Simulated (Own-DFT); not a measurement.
# Stretching a layer in its plane: diamond-structure SiGeSn with randomly placed atoms, 64 atoms (Ge40Si16Sn8)

Calculated, not measured: single-point runs of Own-DFT, a retired in-house plane-wave DFT program that no person has reviewed, on unrelaxed cells, without spin or spin-orbit coupling.

Common settings: PBE; PseudoDojo norm-conserving scalar-relativistic files; cutoff 49 hartree; 3 x 3 x 3 k mesh centred on Gamma; Fermi-Dirac smearing of 0.1 eV.

Caveats: forces on such cells moved up to 12 meV/angstrom on a denser k mesh; stress not checked against mesh or cutoff.

Unstrained cell vectors in Å: (11.410, 0.000, 0.000); (0.000, 11.410, 0.000); (0.000, 0.000, 11.410). The unstrained cell has measured lattice constants (interpolated for alloys), not those of this functional. That, the random moves and any unrelaxed bonds set the pressure at no strain. Each run strains x and y alike by e, as a substrate would, and holds the height along z. Each atom got a random Gaussian move of width 0.05 Å along each axis. The random placing of the alloy's atoms differs from row to row. Stress is positive in tension.

```
e (%)  u (Å)  (s_xx + s_yy)/2 (GPa)  s_zz (GPa)
-3.00  0.052                 -11.37       -9.08
-1.75  0.049                      ?           ?
-1.50  0.049                  -7.54       -6.44
-0.25  0.052                  -5.15       -4.99
 0.25  0.056                  -4.62       -4.77
 0.50  0.054                  -3.81       -4.20
 1.25  0.050                  -2.73       -3.49
 2.00  0.050                  -1.59       -2.82
 2.50  0.052                  -0.85       -2.33
 2.75  0.048                  -0.13       -1.73
```

## Working it out

With e as a fraction, the in-plane stress is -4.8 + 186 e - 940 e² GPa (errors 4 and 230, scatter 0.22), and s_zz is -4.8 + 119 e - 609 e² GPa (slope ± 4, scatter 0.22). At e = 0 the first slope is C11 + C12 and the second 2 C12, both with the ions held to the strained lattice and at the cell's own pressure. The term in e² is negative: the layer stiffens under compression and softens under tension. A free layer would change its height as e changes, and the in-plane slope would drop by 2 C12²/C11 to the biaxial modulus. At fixed height, a misfit of 1 % moves the in-plane stress by about 1.9 GPa and s_zz by 1.2 GPa.

## Prediction

Q: what are the two stresses at e = -1.75 %?

From the fit: -8.4 and -7.1 GPa. The calculation gave -8.23 and -6.89 GPa.
